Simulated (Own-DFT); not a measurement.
# Point defects and the pressure they add: C40 NbSi2

Calculated, not measured: single-point runs of Own-DFT, a retired in-house plane-wave DFT program that no person has reviewed, on unrelaxed cells, without spin or spin-orbit coupling.

Common settings: PBEsol; PseudoDojo norm-conserving scalar-relativistic files, made for PBE; cutoff 42 hartree; 4 x 4 x 5 k mesh centred on Gamma; cold (Marzari-Vanderbilt) smearing of 0.2 eV.

Known weak points: forces on such cells failed a check on a denser k mesh; stress not checked against mesh or cutoff.

All runs share one cell, with vectors in Å (0.000, 8.324, 0.000); (-9.613, 0.000, 0.000); (0.000, 0.000, 6.586) and a volume of 527.0 Å³. Atoms were moved at random from their sites; u is the rms move along one axis. The defect's site can differ from row to row.

| cell | formula | u (Å) | P (GPa) |
|---|---|---|---|
| no defect | Nb12Si24 | 0.0179 | -2.20 |
| no defect | Nb12Si24 | 0.0198 | -2.13 |
| no defect | Nb12Si24 | 0.0501 | -1.22 |
| two Si on a Nb site each | Nb10Si26 | 0.0316 | ? |
| two Si on a Nb site each | Nb10Si26 | 0.0329 | -1.51 |
| two Si on a Nb site each | Nb10Si26 | 0.0500 | -0.96 |
| two Si on a Nb site each | Nb10Si26 | 0.0506 | -0.93 |
| one Si vacancy | Nb12Si23 | 0.0275 | -2.72 |
| one Si vacancy | Nb12Si23 | 0.0313 | -2.56 |
| one Si vacancy | Nb12Si23 | 0.0510 | -1.78 |

## Worked fit

P = P0 + c u² + a shift for each defect gives P0 = -2.33 GPa, c = 448 ± 20 GPa/Å² and a scatter of 0.05 GPa. The shifts, and each times the cell's volume:

- two Si on a Nb site each: 0.28 ± 0.05 GPa, 0.9 eV (0.5 eV for each of its 2 sites)
- one Si vacancy: -0.67 ± 0.04 GPa, -2.2 eV

Against the defect-free cell, a freed cell would be larger where the shift is positive and smaller where it is negative (160.2 GPa Å³ is 1 eV). The atoms around the defects weren't relaxed, which would change these numbers.

## Check

Q: what pressure belongs in the blank (two Si on a Nb site each, u = 0.0316 Å)?

The fitted form gives -1.61 ± 0.06 GPa. The calculation gave -1.58 GPa.
